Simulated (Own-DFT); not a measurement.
# Hybrid less PBE against volume: monoclinic HfO2, 94 atoms (Hf32O62), with two O vacancies

Calculated, not measured. Each geometry was run twice at fixed positions with Own-DFT, a retired in-house plane-wave program that no person has reviewed: with PBE, and with HSE06 (exact exchange share 0.25 at short range, screening 0.11 per bohr, Gygi-Baldereschi treatment of its divergence). Both used PseudoDojo norm-conserving files made for PBE, a cutoff of 48 hartree, the Gamma point alone, fixed occupations, a neutral cell and no spin. The unstrained cell is 10.1 Å across at its thinnest, so Gamma alone is coarse and defects feel their images. The hafnium file keeps the 4f electrons in the core, and its forces lie about 75 meV/Å off all-electron values. The oxygen file's force components were 24 meV/Å off all-electron values in a glass.

Unstrained cell vectors in Å: (10.234, 0.000, 0.000); (0.000, 10.350, 0.000); (-1.696, 0.000, 10.445), volume V0 = 1106.4 Å³, from measured lattice constants. Each geometry has its own random strain of a few per cent, its own defect sites and random moves of rms u per axis. HSE06 gave the energy alone. D is its energy less that of PBE, over the lowest D shown. The PBE stress wasn't checked against mesh or cutoff.

| run | V - V0 (Å³) | u (Å) | P with PBE (GPa) | D (eV) |
|---|---|---|---|---|
| 1 | -9.2 | 0.0518 | 8.11 | 0.857 |
| 2 | 4.1 | 0.0492 | 3.73 | 1.103 |
| 3 | -9.9 | 0.0479 | 6.20 | 0.989 |
| 4 | -2.0 | 0.0288 | 4.04 | 0.819 |
| 5 | -17.8 | 0.0296 | 8.57 | 0.423 |
| 6 | 37.5 | 0.0308 | -4.26 | 1.880 |
| 7 | 32.5 | 0.0490 | -1.89 | 1.919 |
| 8 | 19.8 | 0.0458 | 1.44 | 1.488 |
| 9 | 3.4 | 0.0296 | 2.83 | 0.973 |
| 10 | -38.1 | 0.0295 | 13.59 | 0.000 |
| 11 | 2.1 | 0.0451 | 4.03 | ? |

## Working it out

D = 0.80 + 0.0245 (V - V0) + 122 u² eV, with an error of 0.0012 on the volume slope, 33 on the last term and a scatter of 0.08 eV. Pressure is -dE/dV, and 1 eV/Å³ is 160.2 GPa, so HSE06 changes the pressure by -3.9 ± 0.2 GPa. With the ions held to the strained lattice, the PBE pressure falls by 253 ± 13 GPa per unit of volume strain; the shape of the strain isn't fitted, so the true error is larger, and a relaxed crystal would be softer. On that slope HSE06's volume at a given pressure is about 1.6 % smaller, or 0.5 % in lengths. At u = 0 and V0 the PBE pressure is 3.6 GPa, which puts the zero-pressure volume, against the measured cell and with the defects in, at +1.4 % for PBE and -0.1 % for HSE06, each good to a few tenths of a per cent.

## The run left out

Q: what D should run 11 give?

Estimate: 1.10 eV, with rows scattering by 0.08. The run itself gave 1.009 eV.
